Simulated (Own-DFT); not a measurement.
# Shaking the atoms of beta-Si3N4, 42 atoms (N24Si18)

These are calculations, not measurements. The program, named Own-DFT, is a retired in-house plane-wave density functional code that no person has reviewed. Each row is one single-point run on a periodic cell that was not relaxed, without spin or spin-orbit coupling.

Settings of every run: PBE; PseudoDojo norm-conserving scalar-relativistic files; cutoff 42 hartree; 3 x 3 x 3 k mesh centred on Gamma; Fermi-Dirac smearing of 0.1 eV.

Known limits, some of them of some rows only: some atoms lie very close together; forces on such cells passed a denser k mesh, each cell not checked; stress not checked against mesh or cutoff.

Cell vectors in Å: (7.606, 0.000, 0.000); (-3.803, 6.587, 0.000); (0.000, 0.000, 8.727). In each run every atom was moved at random and independently from its ideal site; u is the rms move along one axis. E is the free energy for each atom above the fitted value at u = 0, and F the rms of the force components.

```
run,u (Å),E (meV/atom),F (eV/Å),largest force (eV/Å),P (GPa)
1,0.0198,19.5,0.808,2.58,5.60
2,0.0201,23.1,0.877,2.66,5.52
3,0.0471,102.3,1.837,6.30,7.26
4,0.0535,146.2,2.326,8.25,8.84
5,0.0926,?,?,?,?
6,0.0997,554.6,5.541,23.03,19.68
7,0.1116,557.3,4.990,18.50,18.87
8,0.1409,912.4,7.633,29.10,27.24
```

## Worked fit

For small independent moves the energy grows as E = (3/2) K u², with K the mean stiffness felt by one atom. The runs with u up to 0.11 Å give K = 34.6 ± 1.9 eV/Å², with residuals divided by u² + 0.0006 Å², since the noise grows with the moves. The scatter is 11.2 meV/atom at u = 0.05 Å. The forces follow F = G u with G = 44.9 eV/Å²; no force at u = 0 is resolved. G exceeds K because the moves of its neighbours add to the force on an atom, and stiffness differs between atoms. At u = 0.141 Å the parabola gives 1031 meV/atom and the run 912. The pressure follows P = 4.65 + 1496 u² GPa: at fixed volume, shortened bonds push harder than stretched ones pull.

## Withheld run

Question: what energy and rms force should run 5 give?

The fit gives 445 ± 41 meV/atom and about 4.16 eV/Å. The calculation gave 486.2 meV/atom and 4.713 eV/Å.
